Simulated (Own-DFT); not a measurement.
# Which defects push the lattice out? C40 NbSi2

Calculated, not measured: single-point runs of Own-DFT, a retired in-house plane-wave DFT program that no person has reviewed, on unrelaxed cells, without spin or spin-orbit coupling.

Common settings: PBE; PseudoDojo norm-conserving scalar-relativistic files; cutoff 42 hartree; 4 x 4 x 5 k mesh centred on Gamma; cold (Marzari-Vanderbilt) smearing of 0.2 eV.

Known weak points: forces on such cells failed a check on a denser k mesh; stress not checked against mesh or cutoff.

All runs share one cell, with vectors in Å (0.000, 8.324, 0.000); (-9.613, 0.000, 0.000); (0.000, 0.000, 6.586) and a volume of 527.0 Å³. Atoms were moved at random from their sites; u is the rms move along one axis. The defect's site can differ from row to row.

```
cell,formula,u (Å),P (GPa)
no defect,Nb12Si24,0.0227,1.58
no defect,Nb12Si24,0.0419,2.15
no defect,Nb12Si24,0.0493,2.73
two Nb on a Si site each,Nb14Si22,0.0300,7.43
two Nb on a Si site each,Nb14Si22,0.0489,7.82
two Nb on a Si site each,Nb14Si22,0.0529,8.18
two Nb vacancies,Nb10Si24,0.0247,-0.29
two Nb vacancies,Nb10Si24,0.0335,0.16
two Nb vacancies,Nb10Si24,0.0484,0.20
two Si on a Nb site each,Nb10Si26,0.0316,?
two Si on a Nb site each,Nb10Si26,0.0340,1.89
two Si on a Nb site each,Nb10Si26,0.0486,2.62
two Si on a Nb site each,Nb10Si26,0.0501,2.53
one Si vacancy,Nb12Si23,0.0267,0.93
one Si vacancy,Nb12Si23,0.0307,1.04
one Si vacancy,Nb12Si23,0.0513,1.28
```

## What the rows give

P = P0 + c u² + a shift for each defect gives P0 = 1.59 GPa, c = 359 ± 66 GPa/Å² and a scatter of 0.20 GPa. The shifts, and each times the cell's volume:

- two Nb on a Si site each: 5.49 ± 0.16 GPa, 18.1 eV (9.0 eV for each of its 2 sites)
- two Si on a Nb site each: 0.03 ± 0.16 GPa, 0.1 eV (0.1 eV for each of its 2 sites) (not resolved)
- one Si vacancy: -1.02 ± 0.16 GPa, -3.4 eV
- two Nb vacancies: -2.05 ± 0.16 GPa, -6.8 eV (-3.4 eV for each of its 2 sites)

Against the defect-free cell, a freed cell would be larger where the shift is positive and smaller where it is negative (160.2 GPa Å³ is 1 eV). The atoms around the defects weren't relaxed, which would change these numbers.

## Test on the hidden row

Question: what pressure belongs in the blank (two Si on a Nb site each, u = 0.0316 Å)?

The fit gives 1.98 ± 0.24 GPa. The run itself gave 1.69 GPa.
